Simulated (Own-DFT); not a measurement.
# Which defects push the lattice out? C40 NbSi2

Source: density functional calculations with Own-DFT, an unreviewed in-house program that is no longer used. Nothing was measured or relaxed, and spin and spin-orbit coupling are left out.

All runs used: PBE; PseudoDojo norm-conserving scalar-relativistic files; cutoff 42 hartree; 4 x 4 x 5 k mesh centred on Gamma; cold (Marzari-Vanderbilt) smearing of 0.2 eV.

Known weak points: forces on such cells failed a check on a denser k mesh; stress not checked against mesh or cutoff.

All runs share one cell, with vectors in Å (0.000, 8.324, 0.000); (-9.613, 0.000, 0.000); (0.000, 0.000, 6.586) and a volume of 527.0 Å³. Atoms were moved at random from their sites; u is the rms move along one axis. The defect's site can differ from row to row.

| cell | formula | u (Å) | P (GPa) |
|---|---|---|---|
| no defect | Nb12Si24 | 0.0194 | 1.45 |
| no defect | Nb12Si24 | 0.0464 | 2.45 |
| no defect | Nb12Si24 | 0.0545 | 3.16 |
| two Si on a Nb site each | Nb10Si26 | 0.0272 | 1.64 |
| two Si on a Nb site each | Nb10Si26 | 0.0293 | 1.43 |
| two Si on a Nb site each | Nb10Si26 | 0.0497 | 2.33 |
| two Nb on a Si site each | Nb14Si22 | 0.0302 | 7.49 |
| two Nb on a Si site each | Nb14Si22 | 0.0318 | 7.66 |
| two Nb on a Si site each | Nb14Si22 | 0.0502 | ? |
| two Nb on a Si site each | Nb14Si22 | 0.0513 | 8.30 |
| one Si vacancy | Nb12Si23 | 0.0290 | 0.94 |
| one Si vacancy | Nb12Si23 | 0.0336 | 1.29 |
| one Si vacancy | Nb12Si23 | 0.0509 | 1.70 |
| two Nb vacancies | Nb10Si24 | 0.0277 | -0.07 |
| two Nb vacancies | Nb10Si24 | 0.0290 | 0.19 |
| two Nb vacancies | Nb10Si24 | 0.0528 | 1.47 |

## Analysis

P = P0 + c u² + a shift for each defect gives P0 = 1.33 GPa, c = 560 ± 53 GPa/Å² and a scatter of 0.18 GPa. The shifts, and each times the cell's volume:

- two Nb on a Si site each: 5.64 ± 0.15 GPa, 18.5 eV (9.3 eV for each of its 2 sites)
- two Si on a Nb site each: -0.29 ± 0.15 GPa, -0.9 eV (-0.5 eV for each of its 2 sites) (not resolved)
- one Si vacancy: -0.87 ± 0.15 GPa, -2.9 eV
- two Nb vacancies: -1.62 ± 0.15 GPa, -5.3 eV (-2.7 eV for each of its 2 sites)

A positive shift means that the defect pushes the cell outwards. Shift times volume (160.2 GPa Å³ is 1 eV) depends little on the cell's size, so, taken for each site, it can be compared between cells at like pressure. The atoms around the defects weren't relaxed, which would change these numbers.

## Test on the hidden row

The question: what pressure belongs in the blank (two Nb on a Si site each, u = 0.0502 Å)?

The fit gives 8.38 ± 0.22 GPa. The run itself gave 8.20 GPa.
